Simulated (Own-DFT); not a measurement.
# What a defect does to the pressure of its cell: zincblende GaAs

Everything here is calculated. The program is Own-DFT (plane waves, in-house, since retired, never reviewed by a person); positions were held fixed, and spin and spin-orbit coupling were off.

Settings: PBE; PseudoDojo norm-conserving scalar-relativistic files; cutoff 42 hartree; 3 x 3 x 3 k mesh centred on Gamma; Fermi-Dirac smearing of 0.1 eV.

Caveats (not all hold for every row): not probed for a lower state with spin; forces not confirmed at this smearing and k mesh; stress not checked against mesh or cutoff.

All runs share one cell, with vectors in Å (11.737, 0.000, 0.000); (0.000, 11.737, 0.000); (0.000, 0.000, 10.833) and a volume of 1492.4 Å³, strained against the parent crystal. The atoms are randomly displaced, by u rms on each axis. The defect's site can differ from row to row.

```
cell,formula,u (Å),P (GPa)
no defect,As32Ga32,0.0290,1.24
no defect,As32Ga32,0.0316,1.29
no defect,As32Ga32,0.0488,1.59
one In on a Ga site,As32Ga31In,0.0509,?
one In on a Ga site,As32Ga31In,0.0511,2.28
one In on a Ga site,As32Ga31In,0.0512,2.22
one In on a Ga site,As32Ga31In,0.0529,2.21
one P on an As site,As31Ga32P,0.0291,0.99
one P on an As site,As31Ga32P,0.0307,1.03
one P on an As site,As31Ga32P,0.0313,1.02
one As vacancy and one Ga vacancy,As31Ga31,0.0269,0.86
one As vacancy and one Ga vacancy,As31Ga31,0.0292,0.89
one As vacancy and one Ga vacancy,As31Ga31,0.0499,1.39
one Al on a Ga site,AlAs32Ga31,0.0279,1.21
one Al on a Ga site,AlAs32Ga31,0.0463,1.50
one Al on a Ga site,AlAs32Ga31,0.0506,1.56
```

## Worked fit

P = P0 + c u² + a shift for each defect gives P0 = 1.04 GPa, c = 241 ± 19 GPa/Å² and a scatter of 0.04 GPa. The shifts, and each times the cell's volume:

- one In on a Ga site: 0.55 ± 0.04 GPa, 5.2 eV
- one Al on a Ga site: -0.06 ± 0.04 GPa, -0.5 eV (not resolved)
- one P on an As site: -0.24 ± 0.04 GPa, -2.3 eV
- one As vacancy and one Ga vacancy: -0.32 ± 0.04 GPa, -2.9 eV

Positive is outwards. The product with the volume (160.2 GPa Å³ to the eV) is nearly free of the cell's size; divided by the bulk modulus at the cell's pressure it gives the volume that the defect adds. The atoms around the defects weren't relaxed, which would change these numbers.

## Test on the hidden row

Q: what pressure belongs in the blank (one In on a Ga site, u = 0.0509 Å)?

From the fit: 2.22 ± 0.05 GPa. The run itself gave 2.26 GPa.
